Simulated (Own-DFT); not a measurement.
# Shaking the atoms of 4H SiC, 32 atoms (C16Si16)

All numbers below are calculated, not measured. The program, named Own-DFT, is a retired in-house plane-wave density functional code that no person has reviewed. Each row is one single-point run on a periodic cell that was not relaxed, without spin or spin-orbit coupling.

Settings of every run: PBE; PseudoDojo norm-conserving scalar-relativistic files; cutoff 42 hartree; 5 x 5 x 3 k mesh centred on Gamma; Fermi-Dirac smearing of 0.1 eV.

Known limits, some of them of some rows only: some atoms lie very close together; forces on such cells passed a denser k mesh, each cell not checked; stress not checked against mesh or cutoff.

Cell vectors in Å: (6.165, 0.000, 0.000); (-3.083, 5.339, 0.000); (0.000, 0.000, 10.068). In each run every atom was moved at random and independently from its ideal site; u is the rms move along one axis. E is the free energy for each atom above the fitted value at u = 0, and F the rms of the force components.

| run | u (Å) | E (meV/atom) | F (eV/Å) | largest force (eV/Å) | P (GPa) |
|---|---|---|---|---|---|
| 1 | 0.0260 | 24.9 | 0.761 | 2.16 | 3.51 |
| 2 | 0.0309 | 33.3 | 0.862 | 2.15 | 3.71 |
| 3 | 0.0310 | 37.0 | 0.930 | 2.33 | 3.87 |
| 4 | 0.0561 | 118.5 | 1.628 | 5.43 | 5.50 |
| 5 | 0.0588 | ? | ? | ? | ? |
| 6 | 0.0601 | 136.2 | 1.891 | 8.10 | 6.48 |
| 7 | 0.0975 | 331.7 | 2.816 | 9.61 | 10.34 |
| 8 | 0.1018 | 393.7 | 2.906 | 9.50 | 11.70 |
| 9 | 0.1112 | 534.7 | 4.569 | 23.86 | 15.55 |

## Worked fit

For small independent moves the energy grows as E = (3/2) K u², with K the mean stiffness felt by one atom. The runs with u up to 0.11 Å give K = 24.6 ± 0.6 eV/Å², with residuals divided by u² + 0.0006 Å², since the noise grows with the moves. The scatter is 3.9 meV/atom at u = 0.05 Å. The forces follow F = G u with G = 29.3 eV/Å²; no force at u = 0 is resolved. G exceeds K because the moves of its neighbours add to the force on an atom, and stiffness differs between atoms. The pressure follows P = 3.07 + 808 u² GPa: at fixed volume, shortened bonds push harder than stretched ones pull.

## Withheld run

Question: what energy and rms force should run 5 give?

The fit gives 128 ± 6 meV/atom and about 1.72 eV/Å. The calculation gave 128.2 meV/atom and 1.704 eV/Å.
